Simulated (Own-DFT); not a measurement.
# Response to strain: wurtzite GaN, 96 atoms (Ga48N48)

All numbers below are calculated, not measured. They come from Own-DFT, an in-house plane-wave density functional program, since retired, whose code no person has reviewed. Each row is one single-point run on a periodic cell that was not relaxed, without spin or spin-orbit coupling.

Settings of every run: PBE; PseudoDojo norm-conserving scalar-relativistic files (stringent for Ga); cutoff 96 hartree; 3 x 4 x 3 k mesh centred on Gamma; Gaussian smearing of 0.01 eV.

Known limits: forces on such cells passed a denser k mesh, each cell not checked; stress not checked against mesh or cutoff.

Unstrained cell vectors in Å: (12.756, 0.000, 0.000); (-4.783, 8.285, 0.000); (0.000, 0.000, 10.370). The unstrained cell has measured lattice constants (interpolated for alloys), not those of this functional. That, the random moves and any unrelaxed bonds set the pressure at no strain. Each run strains this cell uniformly, with the atoms carried along. Every atom was also moved at random, by a Gaussian of width 0.05 Å on each axis. Strain is the symmetric tensor, in per cent. Stress is positive in tension, and the pressure is minus a third of its trace.

| run | e_xx (%) | e_yy (%) | e_zz (%) | e_yz (%) | e_xz (%) | e_xy (%) | s_xx (GPa) | s_yy (GPa) | s_zz (GPa) | s_yz (GPa) | s_xz (GPa) | s_xy (GPa) | P (GPa) | E (meV/atom) |
|---|---|---|---|---|---|---|---|---|---|---|---|---|---|---|
| 1 | 0.92 | -0.07 | 1.62 | -1.38 | -0.95 | 0.40 | -2.32 | -4.91 | -0.04 | -2.72 | -1.47 | 0.25 | 2.42 | 16.9 |
| 2 | -0.68 | -1.50 | -1.22 | -0.82 | -0.05 | -1.45 | -13.81 | -15.14 | -14.97 | -1.51 | -0.30 | -5.80 | 14.64 | 52.6 |
| 3 | -0.93 | 0.55 | -0.52 | 0.34 | -1.56 | 1.02 | -10.55 | -5.99 | -10.04 | 0.65 | -2.82 | 3.15 | 8.86 | 28.0 |
| 4 | 0.27 | -0.18 | -0.32 | 1.85 | -1.22 | -0.84 | -6.65 | -8.08 | -8.23 | 3.97 | -2.21 | -2.70 | 7.65 | 24.9 |
| 5 | -0.85 | 1.93 | 1.65 | 0.51 | -1.09 | -1.62 | -7.26 | 0.63 | -0.04 | 0.81 | -2.19 | -4.77 | 2.22 | 19.1 |
| 6 | 0.72 | -0.96 | 0.60 | 0.50 | 0.09 | 1.70 | -3.68 | -10.54 | -6.70 | 0.69 | 0.44 | 6.11 | 6.97 | 28.3 |
| 7 | -1.44 | -0.33 | 0.63 | -1.35 | 0.59 | -1.79 | -13.53 | -11.22 | -6.08 | -3.66 | 1.14 | -6.24 | 10.27 | 43.5 |
| 8 | -0.84 | -1.99 | 0.02 | 1.28 | 1.34 | 0.29 | -12.73 | -16.10 | -10.37 | 2.40 | 3.32 | 0.65 | 13.07 | 43.1 |
| 9 | 0.02 | -0.70 | 1.22 | -1.81 | 1.51 | 0.46 | -6.58 | -8.97 | -1.85 | -3.02 | 2.69 | 1.47 | 5.80 | 14.7 |
| 10 | 0.11 | 1.70 | 0.96 | -0.36 | 1.26 | -0.07 | -4.27 | 1.64 | -1.92 | -0.61 | 2.61 | -1.14 | 1.52 | 0.0 |
| 11 | -1.65 | -0.85 | -1.78 | 0.76 | -1.13 | -1.34 | -17.96 | -13.70 | -19.72 | 1.51 | -3.31 | -4.52 | 17.13 | 71.4 |
| 12 | -1.62 | -0.86 | -0.26 | -0.06 | 1.03 | 1.53 | -15.87 | -12.75 | -12.40 | -0.98 | 2.83 | 6.28 | 13.67 | 57.4 |
| 13 | -0.03 | 0.08 | 1.87 | -0.37 | -0.41 | 1.28 | -6.79 | -4.28 | -0.53 | -0.79 | -0.70 | 4.56 | 3.87 | 27.5 |
| 14 | 0.17 | -1.17 | 0.14 | 1.34 | 1.09 | 0.85 | -7.07 | -12.84 | -7.94 | 2.31 | 2.57 | 2.55 | 9.28 | 38.1 |
| 15 | -0.20 | 1.63 | 0.20 | -0.96 | -1.27 | 1.55 | -5.02 | -0.89 | -6.58 | -2.31 | -2.71 | 4.05 | 4.17 | 19.4 |
| 16 | 1.43 | 1.61 | -1.72 | -1.19 | -0.95 | -1.26 | -0.95 | -1.43 | -11.78 | -2.12 | -1.28 | -3.60 | 4.72 | 24.3 |
| 17 | 1.70 | 0.45 | -1.00 | -1.20 | -1.94 | -1.78 | ? | ? | ? | ? | ? | ? | ? | ? |

E is the free energy for each atom above the lowest run shown.

## Worked fit

Each stress component was fitted by least squares to a constant and the strains of the runs shown, as fractions, with shears doubled. Shear strains stay in the fit of a normal stress only where such slopes are resolved. The slopes, in GPa:

```
stress,at no strain,per e_xx,per e_yy,per e_zz,scatter
s_xx,-7.2,449 ± 21,114 ± 16,92 ± 17,0.72
s_yy,-7.4,101 ± 23,412 ± 17,96 ± 18,0.78
s_zz,-7.9,124 ± 28,90 ± 21,435 ± 22,0.93
```

Each shear stress against twice its own strain: yz 100 ± 5, xz 106 ± 7, xy 168 ± 9 GPa. These are stiffnesses along x, y and z of the frame in which the cell vectors are given, which need not be the crystal's axes. The atoms are held to the strained lattice; where symmetry lets them move under strain, relaxing them would lower some slopes. The table should be nearly symmetric about its diagonal, and what it lacks of that shows the noise. A ninth of its sum, 213 ± 4 GPa, estimates the bulk modulus near the mean pressure of these runs, 7.9 GPa, so it lies above the value at zero pressure.

## Withheld run

Question: what normal stresses and pressure should run 17 give?

The fit gives s_xx = 0.0, s_yy = -4.8, s_zz = -9.7 and P = 4.8 GPa. The calculation gave -0.94, -4.69, -10.67 and P = 5.44 GPa.
